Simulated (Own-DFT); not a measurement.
AlN (wurtzite, atoms displaced) (calculated)

Computed with Own-DFT development build. A calculation, not a measurement: plane-wave PBE density functional theory by an unreviewed code, no spin, of a simulated periodic cell, stress positive in tension, free energy of the whole cell less one offset for each atom, forces on such cells passed a denser k mesh, this cell's mesh not checked; offsets are fitted by least squares, one for each functional and potential file, so energies compare only between cells with the same atoms and settings and are not formation energies; the far tail of each file's local potential was reset to the Coulomb form; each entry is a single point on an unrelaxed cell, so the pressure reflects the starting lattice, mostly measured values (interpolated for alloys), from which strain is counted, and rises with the displacements; printed positions are rounded, which can move forces by about a meV/angstrom; the program, named Own-DFT, is a retired in-house code; no spin-orbit coupling.

```yaml
- formula: AlN
  kind: "wurtzite, atoms displaced"
  structure:
    cell_angstrom: [[12.448, 0.0, 0.0], [-6.224, 10.7803, 0.0], [0.0, 0.0, 9.964]]
    atoms_fractional:
      - [Al, 0.08254, 0.16855, 0.00248]
      - [Al, 0.16785, 0.08598, 0.24847]
      - ["N", 0.08462, 0.16881, 0.19395]
      - ["N", 0.17081, 0.08551, 0.43957]
      - [Al, 0.08734, 0.16592, 0.50285]
      - [Al, 0.16652, 0.08542, 0.74764]
      - ["N", 0.08403, 0.16877, 0.69204]
      - ["N", 0.16426, 0.08189, 0.93971]
      - [Al, 0.08296, 0.41777, 0.999]
      - [Al, 0.16267, 0.33238, 0.25091]
      - ["N", 0.08721, 0.41709, 0.18915]
      - ["N", 0.16718, 0.33442, 0.44367]
      - [Al, 0.08152, 0.41621, 0.50371]
      - [Al, 0.16847, 0.33669, 0.75004]
      - ["N", 0.0841, 0.41713, 0.6923]
      - ["N", 0.16826, 0.33229, 0.94213]
      - [Al, 0.08609, 0.66926, 0.00118]
      - [Al, 0.16407, 0.58139, 0.25259]
      - ["N", 0.08336, 0.66564, 0.19377]
      - ["N", 0.16861, 0.58319, 0.44192]
      - [Al, 0.08437, 0.66655, 0.50284]
      - [Al, 0.16713, 0.58292, 0.74771]
      - ["N", 0.08545, 0.66889, 0.69045]
      - ["N", 0.16602, 0.58353, 0.94063]
      - [Al, 0.08371, 0.91522, 6.0e-05]
      - [Al, 0.16596, 0.83293, 0.25085]
      - ["N", 0.08041, 0.9142, 0.19047]
      - ["N", 0.16746, 0.83207, 0.4414]
      - [Al, 0.08679, 0.91861, 0.49936]
      - [Al, 0.16769, 0.83412, 0.74955]
      - ["N", 0.08325, 0.91437, 0.68744]
      - ["N", 0.1661, 0.83173, 0.94357]
      - [Al, 0.33326, 0.16519, 0.00101]
      - [Al, 0.4168, 0.08475, 0.24921]
      - ["N", 0.33181, 0.16822, 0.19253]
      - ["N", 0.41476, 0.08244, 0.44157]
      - [Al, 0.33299, 0.16441, 0.49972]
      - [Al, 0.41784, 0.08183, 0.75189]
      - ["N", 0.33369, 0.16762, 0.69117]
      - ["N", 0.41821, 0.08723, 0.93559]
      - [Al, 0.33151, 0.41351, 0.00018]
      - [Al, 0.41307, 0.3314, 0.2483]
      - ["N", 0.33041, 0.41477, 0.19018]
      - ["N", 0.41989, 0.33491, 0.43997]
      - [Al, 0.33488, 0.41746, 0.50059]
      - [Al, 0.41699, 0.33431, 0.74854]
      - ["N", 0.33293, 0.41677, 0.6908]
      - ["N", 0.41747, 0.33346, 0.9428]
      - [Al, 0.33418, 0.6688, 0.99984]
      - [Al, 0.41392, 0.58099, 0.25393]
      - ["N", 0.33266, 0.6638, 0.19424]
      - ["N", 0.41669, 0.58266, 0.43803]
      - [Al, 0.3318, 0.66732, 0.49683]
      - [Al, 0.41779, 0.58568, 0.74927]
      - ["N", 0.33261, 0.66763, 0.69266]
      - ["N", 0.41594, 0.58184, 0.93998]
      - [Al, 0.33292, 0.91335, 0.99901]
      - [Al, 0.41976, 0.83448, 0.25084]
      - ["N", 0.3303, 0.91631, 0.19343]
      - ["N", 0.41694, 0.83183, 0.4448]
      - [Al, 0.33385, 0.91707, 0.50348]
      - [Al, 0.41744, 0.83223, 0.74923]
      - ["N", 0.33589, 0.91834, 0.68919]
      - ["N", 0.41922, 0.83472, 0.94332]
      - [Al, 0.58397, 0.16838, 0.99925]
      - [Al, 0.6678, 0.08015, 0.24875]
      - ["N", 0.58261, 0.16422, 0.18646]
      - ["N", 0.66561, 0.08152, 0.43789]
      - [Al, 0.58255, 0.16739, 0.50046]
      - [Al, 0.66849, 0.08238, 0.75202]
      - ["N", 0.58358, 0.16651, 0.69219]
      - ["N", 0.66832, 0.08491, 0.9423]
      - [Al, 0.58428, 0.41572, 0.00276]
      - [Al, 0.66912, 0.33831, 0.25182]
      - ["N", 0.5836, 0.41634, 0.18988]
      - ["N", 0.66757, 0.33232, 0.43876]
      - [Al, 0.58136, 0.41555, 0.50023]
      - [Al, 0.66399, 0.33308, 0.75226]
      - ["N", 0.58225, 0.41608, 0.69054]
      - ["N", 0.67018, 0.33408, 0.94187]
      - [Al, 0.58305, 0.66724, 0.00053]
      - [Al, 0.66732, 0.5847, 0.24975]
      - ["N", 0.58708, 0.67088, 0.18949]
      - ["N", 0.66867, 0.58399, 0.43992]
      - [Al, 0.58446, 0.66705, 0.49604]
      - [Al, 0.6627, 0.58063, 0.74965]
      - ["N", 0.58464, 0.66928, 0.6902]
      - ["N", 0.66565, 0.58129, 0.93786]
      - [Al, 0.58232, 0.91651, 0.00294]
      - [Al, 0.66902, 0.83444, 0.24675]
      - ["N", 0.58366, 0.91844, 0.18863]
      - ["N", 0.6662, 0.83518, 0.44033]
      - [Al, 0.58327, 0.91591, 0.50099]
      - [Al, 0.66488, 0.83189, 0.74595]
      - ["N", 0.58399, 0.91756, 0.69051]
      - ["N", 0.66386, 0.83147, 0.94301]
      - [Al, 0.83245, 0.16664, 0.00131]
      - [Al, 0.9161, 0.08619, 0.24796]
      - ["N", 0.83435, 0.16708, 0.19054]
      - ["N", 0.91734, 0.08255, 0.44076]
      - [Al, 0.83306, 0.1688, 0.49759]
      - [Al, 0.92291, 0.08315, 0.74995]
      - ["N", 0.82912, 0.16636, 0.69061]
      - ["N", 0.91444, 0.08267, 0.93859]
      - [Al, 0.83401, 0.41665, 0.00066]
      - [Al, 0.919, 0.33562, 0.25131]
      - ["N", 0.83147, 0.41534, 0.19542]
      - ["N", 0.91682, 0.33505, 0.44436]
      - [Al, 0.8339, 0.4157, 0.49664]
      - [Al, 0.91905, 0.33543, 0.74595]
      - ["N", 0.83542, 0.41728, 0.69048]
      - ["N", 0.91579, 0.32917, 0.93969]
      - [Al, 0.83449, 0.66774, 0.99658]
      - [Al, 0.91653, 0.58244, 0.24743]
      - ["N", 0.83231, 0.66522, 0.19013]
      - ["N", 0.91701, 0.58085, 0.43837]
      - [Al, 0.8348, 0.66656, 0.50107]
      - [Al, 0.91707, 0.58393, 0.74836]
      - ["N", 0.83422, 0.66527, 0.69001]
      - ["N", 0.91836, 0.58407, 0.94112]
      - [Al, 0.83469, 0.91769, 0.99661]
      - [Al, 0.9165, 0.83354, 0.2496]
      - ["N", 0.83342, 0.91766, 0.1899]
      - ["N", 0.91783, 0.83228, 0.43914]
      - [Al, 0.83279, 0.91587, 0.49816]
      - [Al, 0.91649, 0.83285, 0.75153]
      - ["N", 0.83142, 0.91744, 0.69166]
      - ["N", 0.91587, 0.83251, 0.94117]
  settings:
    functional: PBE
    potential_files: "PseudoDojo norm-conserving, scalar-relativistic, standard set"
    "wave_cutoff [hartree]": 42.0
    occupations: Fermi-Dirac
    "smearing_width [eV]": 0.1
    hardware: "one NVIDIA H100"
    k_mesh: "2 x 2 x 2 centred on Gamma"
  results:
    "free_energy_of_cell_above_offsets [eV]": "-62.412"
    "pressure [GPa]": 3.76
    "stress_xx [GPa]": -3.64
    "stress_yy [GPa]": -3.88
    "stress_zz [GPa]": -3.74
    "stress_yz [GPa]": 0.11
    "stress_xz [GPa]": -0.03
    "stress_xy [GPa]": -0.3
    force_element: [Al, Al, "N", "N", Al, Al, "N", "N", Al, Al, "N", "N", Al, Al, "N", "N", Al, Al, "N", "N", Al, Al, "N", "N", Al, Al, "N", "N", Al, Al, "N", "N", Al, Al, "N", "N", Al, Al, "N", "N", Al, Al, "N", "N", Al, Al, "N", "N", Al, Al, "N", "N", Al, Al, "N", "N", Al, Al, "N", "N", Al, Al, "N", "N", Al, Al, "N", "N", Al, Al, "N", "N", Al, Al, "N", "N", Al, Al, "N", "N", Al, Al, "N", "N", Al, Al, "N", "N", Al, Al, "N", "N", Al, Al, "N", "N", Al, Al, "N", "N", Al, Al, "N", "N", Al, Al, "N", "N", Al, Al, "N", "N", Al, Al, "N", "N", Al, Al, "N", "N", Al, Al, "N", "N", Al, Al, "N", "N"]
    "force_x [eV/angstrom]": [0.179, -0.25, -0.339, -0.475, -0.968, 0.544, 0.543, 0.152, 0.295, 1.054, -1.317, -0.088, 0.641, 0.16, 0.085, -0.793, -0.271, 0.564, -0.008, -0.729, -0.291, -0.291, -0.003, 0.216, -0.406, -0.142, 0.447, -0.044, -0.308, 0.141, -0.303, 0.191, -0.421, 0.244, 0.543, 0.469, 0.259, -0.376, 0.062, 0.12, 0.298, 0.457, 0.093, -0.742, -0.093, -0.106, 0.196, 0.091, 0.278, 0.641, -0.384, -0.014, 0.774, 0.021, 0.302, -0.168, -0.234, -0.731, 0.774, -0.205, 0.098, -0.047, -0.213, -0.473, 0.241, -0.809, -0.075, -0.142, 0.351, -0.513, 0.027, -0.351, -0.114, -0.321, -0.433, -0.457, 0.827, 0.961, 0.005, -0.657, 0.142, -0.025, -0.533, -0.216, -0.095, 0.567, -0.077, -0.007, 0.601, -0.413, 0.317, 0.368, -0.079, 0.072, -0.155, 0.304, 0.161, 0.736, -0.227, 0.064, 0.228, -2.085, 1.562, 0.592, 0.427, -0.054, 0.805, 0.597, -0.637, -0.621, -0.616, -0.078, -0.299, -0.222, 0.167, -0.01, 0.203, 0.283, -0.637, 0.098, -0.584, -0.223, 0.307, -0.123, 0.177, -0.159, 0.849, 0.306]
    "force_y [eV/angstrom]": [-0.571, -0.833, -0.419, -0.439, 0.263, -0.476, 0.172, 0.147, -0.339, 0.308, 0.02, -0.217, 0.13, -0.458, 0.145, 0.223, -0.909, 0.37, 0.074, -0.407, -0.083, 0.341, -0.361, 0.211, 0.294, -0.112, 0.714, 0.224, -0.53, 0.049, 0.683, 0.537, 0.283, -0.193, -0.552, 0.065, 0.866, 0.617, -0.239, -1.048, 0.705, 0.847, 0.138, -0.568, -0.18, -0.324, 0.416, -0.25, -0.821, 0.157, 0.704, 0.191, -0.242, -0.303, -0.231, 0.169, 1.095, -0.336, 0.077, 0.515, -0.161, 0.477, -0.498, -0.274, -0.302, 0.926, 0.599, 0.31, -0.367, 0.235, 0.017, -0.538, 0.163, -1.479, 0.173, 0.197, 0.347, 0.054, -0.026, 0.109, -0.457, -0.188, -1.033, -0.198, 0.102, 0.6, -0.82, 0.272, 0.467, 0.183, -0.662, -0.411, 0.369, 0.649, -0.287, 0.504, -0.173, -0.703, 0.48, 0.488, -0.875, 0.113, 0.295, 0.336, -0.008, -0.307, 0.279, -0.251, 0.37, -0.912, 0.041, 1.06, -0.623, 0.314, 0.287, 0.507, -0.133, -0.266, 0.207, -0.011, -0.338, -0.285, 0.324, 0.331, 0.149, -0.086, -0.265, 0.297]
    "force_z [eV/angstrom]": [-0.29, 0.146, -0.506, 0.071, -0.667, 0.454, -0.261, 0.263, -0.153, 0.455, 0.23, -0.109, -0.418, 0.332, -0.102, -0.417, 0.168, -0.259, -0.493, 0.182, -0.698, 0.57, 0.274, -0.124, 0.084, 0.192, 0.071, 0.119, -0.408, 0.087, 0.669, -0.72, -0.414, 0.13, -0.506, -0.214, 0.259, -0.839, -0.162, 1.329, 0.081, 0.227, 0.316, 0.008, -0.226, 0.572, -0.053, -0.315, 0.346, -1.249, -0.379, 1.05, 0.602, 0.185, -0.586, 0.136, 0.451, 0.201, -0.562, -0.611, -0.885, 0.145, 0.894, -0.554, -0.124, 0.007, 0.894, 0.287, -0.066, 0.005, -0.151, -0.004, -0.534, -0.418, 0.466, 0.572, -0.231, -0.336, -0.149, -0.074, -0.227, -0.184, 0.453, 0.227, 0.271, -0.13, -0.559, 0.471, -0.732, 0.342, 0.564, -0.29, -0.052, 0.999, 0.134, -0.633, -0.45, 0.587, 0.201, 0.012, 0.6, -0.196, -0.338, 0.49, -0.037, -0.128, -0.868, -0.8, 0.755, 0.689, -0.18, 0.13, 0.455, 0.382, -0.299, 0.339, -0.409, 0.268, 0.297, 0.009, 0.375, -0.083, -0.206, 0.352, 0.167, -0.576, -0.214, -0.242]
    "wall_time [s]": 368.4
```
